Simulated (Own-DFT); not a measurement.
Simulation results for Hf₃₆O₇₁ (tetragonal hafnia with one neutral oxygen vacancy, atoms displaced)

All values are calculated (Own-DFT development build). A calculation, not a measurement: plane-wave PBE and HSE06 DFT by an unreviewed code, no spin, of a simulated cell at Gamma alone, so results move with cell size and shape, stress positive in tension, energies less offsets, not probed for a lower state with spin; hafnium file: forces about 75 meV/angstrom off all-electron values; oxygen file: force components 24 meV/angstrom off all-electron in a glass; k mesh not checked against a denser one; forces and stress are PBE's, HSE06 gives the energy alone, and its difference from PBE has offsets of its own; offsets are fitted by least squares, one for each functional and potential file, so energies compare only between cells with the same atoms and settings and are not formation energies; the far tail of each file's local potential was reset to the Coulomb form; each entry is a single point on an unrelaxed cell, so the pressure reflects the starting lattice, taken from the Materials Project, from which strain is counted, and rises with the displacements; printed positions are rounded, which can move forces by about a meV/angstrom; the program is a retired in-house code; no spin-orbit coupling.

## Hf₃₆O₇₁ (tetragonal hafnia with one neutral oxygen vacancy, atoms displaced)

```
Hf36O71
1.0
     10.7800     0.0000     0.0000
      0.0000    10.7800     0.0000
      0.0000     0.0000    10.4493
Hf O Hf O Hf O Hf O Hf O Hf O Hf O Hf O Hf O Hf O Hf O Hf O Hf O Hf O Hf O Hf O Hf O Hf O
2 4 2 4 2 4 2 4 2 4 2 4 2 4 2 3 2 4 2 4 2 4 2 4 2 4 2 4 2 4 2 4 2 4 2 4
Direct
  0.99429 0.99951 0.00302
  0.17173 0.16296 0.25414
  0.99889 0.17234 0.15682
  0.16881 0.00015 0.35098
  0.99680 0.16805 0.39873
  0.16424 0.99648 0.09281
  0.99443 0.99798 0.49920
  0.16767 0.15927 0.75228
  0.00394 0.16715 0.65015
  0.16238 0.99969 0.84991
  0.00737 0.16529 0.90337
  0.16836 0.00466 0.60302
  0.98407 0.33411 0.99962
  0.16892 0.49699 0.25558
  0.99923 0.49522 0.15058
  0.16422 0.32390 0.35675
  0.00863 0.49653 0.41039
  0.16739 0.32920 0.09483
  0.00323 0.33974 0.49573
  0.16377 0.49369 0.74349
  0.99736 0.50219 0.65002
  0.17505 0.33433 0.84672
  0.99921 0.49368 0.90524
  0.16744 0.33040 0.59991
  0.99515 0.66291 0.99822
  0.16741 0.83682 0.24892
  0.99755 0.82750 0.15284
  0.16804 0.66220 0.34373
  0.00083 0.83751 0.40539
  0.16709 0.66758 0.09872
  0.99714 0.65942 0.50105
  0.16209 0.84289 0.74513
  0.01272 0.82625 0.65675
  0.16070 0.67063 0.84441
  0.00305 0.83344 0.89682
  0.17337 0.66865 0.59946
  0.34038 0.00972 0.99440
  0.50332 0.16000 0.25491
  0.33678 0.17024 0.15504
  0.50297 0.00555 0.35530
  0.33205 0.17027 0.40566
  0.50005 0.00262 0.10164
  0.32863 0.98916 0.50287
  0.49954 0.16507 0.74688
  0.33457 0.16613 0.64904
  0.49579 0.00053 0.84356
  0.33381 0.16849 0.90088
  0.33765 0.33173 0.99460
  0.49929 0.50564 0.25357
  0.34120 0.50062 0.15840
  0.49776 0.33356 0.34309
  0.32361 0.50250 0.41181
  0.50031 0.34382 0.09635
  0.33637 0.33284 0.50165
  0.48898 0.49576 0.74943
  0.33348 0.49381 0.65442
  0.50270 0.33305 0.84082
  0.32854 0.49946 0.90336
  0.49686 0.33506 0.59874
  0.33238 0.67109 0.99982
  0.49617 0.83506 0.24907
  0.33776 0.83949 0.15235
  0.49932 0.67944 0.34759
  0.32967 0.83592 0.41147
  0.48787 0.65979 0.09675
  0.33566 0.66513 0.49408
  0.49352 0.82639 0.73887
  0.33626 0.83080 0.65560
  0.49477 0.67161 0.85118
  0.32366 0.82819 0.89986
  0.49895 0.67020 0.59844
  0.66283 0.00678 0.99764
  0.83283 0.16504 0.24724
  0.67513 0.16227 0.14236
  0.83471 0.99731 0.34371
  0.67545 0.17233 0.39778
  0.83649 0.00088 0.10249
  0.65966 0.00915 0.50082
  0.83857 0.16130 0.74625
  0.66271 0.17676 0.65535
  0.82913 0.99739 0.85045
  0.67462 0.16549 0.89624
  0.83333 0.00072 0.59272
  0.66838 0.34013 0.00376
  0.83561 0.49389 0.24860
  0.66504 0.49994 0.16275
  0.83340 0.32816 0.35320
  0.66676 0.49614 0.40423
  0.83640 0.33022 0.10102
  0.66385 0.33479 0.49217
  0.83693 0.49707 0.75351
  0.67411 0.49824 0.64969
  0.83807 0.32797 0.84967
  0.66869 0.50083 0.90084
  0.83071 0.33403 0.59018
  0.66285 0.65709 0.00187
  0.82509 0.83727 0.24947
  0.66201 0.83875 0.14940
  0.82849 0.67270 0.35074
  0.66689 0.83303 0.40653
  0.82701 0.67407 0.11187
  0.66194 0.66413 0.50278
  0.83716 0.83358 0.74705
  0.66811 0.82968 0.65820
  0.83469 0.66861 0.84397
  0.66350 0.83411 0.90409
  0.82955 0.66049 0.59753
```

```
first functional                 : PBE
second functional                : HSE06
exact exchange share             : 0.25
screening                        : 0.11 1/bohr
exchange divergence              : Gygi-Baldereschi
potential files                  : PseudoDojo norm-conserving, scalar-relativistic, made for PBE, standard set
wave cutoff                      : 48 hartree
occupations                      : fixed
k mesh                           : 1 x 1 x 1 centred on Gamma
PBE energy of cell above offsets : -96.554 eV
HSE06 less PBE above offsets     : 0.149 eV
PBE pressure                     : 2.09 GPa
PBE stress xx                    : -1.66 GPa
PBE stress yy                    : -2.11 GPa
PBE stress zz                    : -2.49 GPa
PBE stress yz                    : 0.58 GPa
PBE stress xz                    : -0.24 GPa
PBE stress xy                    : -0.03 GPa
```

Force:
| element | x (eV/Å) | y (eV/Å) | z (eV/Å) |
| --- | --- | --- | --- |
| Hf | 1.141 | -0.494 | -0.415 |
| Hf | -1.021 | 1.049 | -0.799 |
| O | 0.342 | -0.409 | -0.38 |
| O | 0.254 | -0.389 | -0.06 |
| O | 0.06 | -0.895 | 0.832 |
| O | 0.725 | 0.242 | 0.697 |
| Hf | 1.039 | 1.509 | -0.949 |
| Hf | -0.268 | 1.681 | -0.239 |
| O | -0.61 | -0.317 | 0.486 |
| O | 0.629 | 0.513 | -0.027 |
| O | -0.78 | 0.077 | -0.112 |
| O | -0.497 | -0.64 | -0.38 |
| Hf | 4.449 | -1.552 | -0.188 |
| Hf | 0.558 | -0.853 | -1.568 |
| O | -0.184 | 0.34 | 0.66 |
| O | 0.16 | 1.585 | -0.958 |
| O | -0.382 | 1.638 | -2.229 |
| O | 0.258 | 0.432 | 0.056 |
| Hf | -0.41 | -3.738 | 1.458 |
| Hf | 0.712 | 0.982 | 1.572 |
| O | 0.264 | -0.061 | 0.013 |
| O | -0.218 | -0.56 | -0.666 |
| O | -0.483 | 1.068 | -0.687 |
| O | -0.106 | 0.767 | -0.169 |
| Hf | 1.31 | 1.554 | 0.191 |
| Hf | -1.246 | -0.704 | -0.911 |
| O | 0.38 | 0.347 | 0.255 |
| O | -0.048 | 1.203 | 0.286 |
| O | 0.377 | -1.276 | 0.161 |
| O | -0.385 | -0.25 | -0.153 |
| Hf | 0.294 | 2.012 | 0.462 |
| Hf | 2.608 | -2 | 2.844 |
| O | -4.288 | 0.259 | -2.201 |
| O | -0.407 | -1.373 | -0.256 |
| O | -0.834 | 0.197 | 0.938 |
| O | -0.385 | -0.653 | -1.319 |
| Hf | -1.384 | -2.387 | 0.543 |
| Hf | -0.42 | 1.523 | -1.151 |
| O | 0.566 | -0.594 | -0.262 |
| O | -0.004 | -1.167 | 0.326 |
| O | 0.415 | -1.433 | -0.423 |
| O | -0.139 | 0.64 | -0.168 |
| Hf | 0.615 | 3.265 | 0.971 |
| Hf | -0.229 | 0.176 | -0.211 |
| O | 0.351 | -0.405 | 0.64 |
| O | -0.182 | -0.203 | -0.002 |
| O | 0.24 | -0.164 | -0.427 |
| Hf | -2.015 | 1.157 | 1.112 |
| Hf | -0.333 | -0.605 | -0.339 |
| O | -2.019 | -0.348 | 0.617 |
| O | 0.091 | 0.035 | 0.398 |
| O | 0.694 | -0.906 | -1.262 |
| O | 1.178 | -0.535 | -0.596 |
| Hf | -1.086 | -0.924 | 0.335 |
| Hf | 1.694 | 0.85 | 0.264 |
| O | -0.443 | 0.363 | -0.513 |
| O | -0.079 | -0.068 | 1.074 |
| O | 0.819 | 0.356 | -0.148 |
| O | 0.722 | 0.326 | -0.459 |
| Hf | -1.803 | -0.476 | -1.245 |
| Hf | 1.512 | 1.092 | -0.494 |
| O | -0.802 | -0.184 | 0.424 |
| O | -0.292 | -2.23 | 0.549 |
| O | 0.051 | -1.339 | -1.853 |
| O | 3.004 | 0.319 | 0.865 |
| Hf | -1.356 | 0.701 | 1.665 |
| Hf | 2.334 | 0.47 | 2.668 |
| O | -1.515 | 1.187 | -1.718 |
| O | 0.324 | -1.606 | -0.51 |
| O | 0.734 | 2 | 0.505 |
| O | -0.462 | -0.643 | 0.003 |
| Hf | 1.083 | -1.588 | -0.309 |
| Hf | 1.457 | -0.624 | 0.875 |
| O | -1.909 | 0.566 | 0.658 |
| O | -0.11 | 1.038 | 0.727 |
| O | -1.018 | -1.414 | -0.104 |
| O | -0.969 | -0.142 | -0.496 |
| Hf | 0.132 | -1.368 | -0.051 |
| Hf | -0.48 | 0.543 | 0.155 |
| O | 0.793 | -1.373 | -1.059 |
| O | 0.634 | 0.274 | -0.71 |
| O | -0.696 | 1.066 | 0.699 |
| O | -0.682 | -0.019 | 0.932 |
| Hf | -1.032 | -1.836 | -0.662 |
| Hf | -0.197 | 1.293 | 1.22 |
| O | 0.816 | -0.07 | -1.451 |
| O | 0.164 | 1.711 | -1.357 |
| O | -0.48 | 1.45 | -0.63 |
| O | -2.689 | 0.926 | 0.885 |
| Hf | 0.686 | 0.131 | 2.127 |
| Hf | -1.079 | 0.181 | -1.218 |
| O | -1.66 | 0.173 | 0.823 |
| O | -0.126 | 0.407 | -0.044 |
| O | 0.33 | -0.58 | 0.482 |
| O | 0.71 | -0.21 | 0.714 |
| Hf | -0.268 | 3.274 | -0.028 |
| Hf | 0.554 | -1.078 | -0.198 |
| O | -0.787 | -0.18 | 0.731 |
| O | 0.74 | -1.865 | 0.134 |
| O | -0.257 | 1.087 | 0.325 |
| O | 0.041 | -1.371 | -2.126 |
| Hf | 1.761 | 0.481 | -0.081 |
| Hf | -0.495 | -0.329 | 0.905 |
| O | -0.215 | 0.482 | -0.758 |
| O | 0.199 | -0.699 | 0.837 |
| O | 0.296 | -0.56 | 0.709 |
| O | 0.964 | 0.69 | -0.08 |
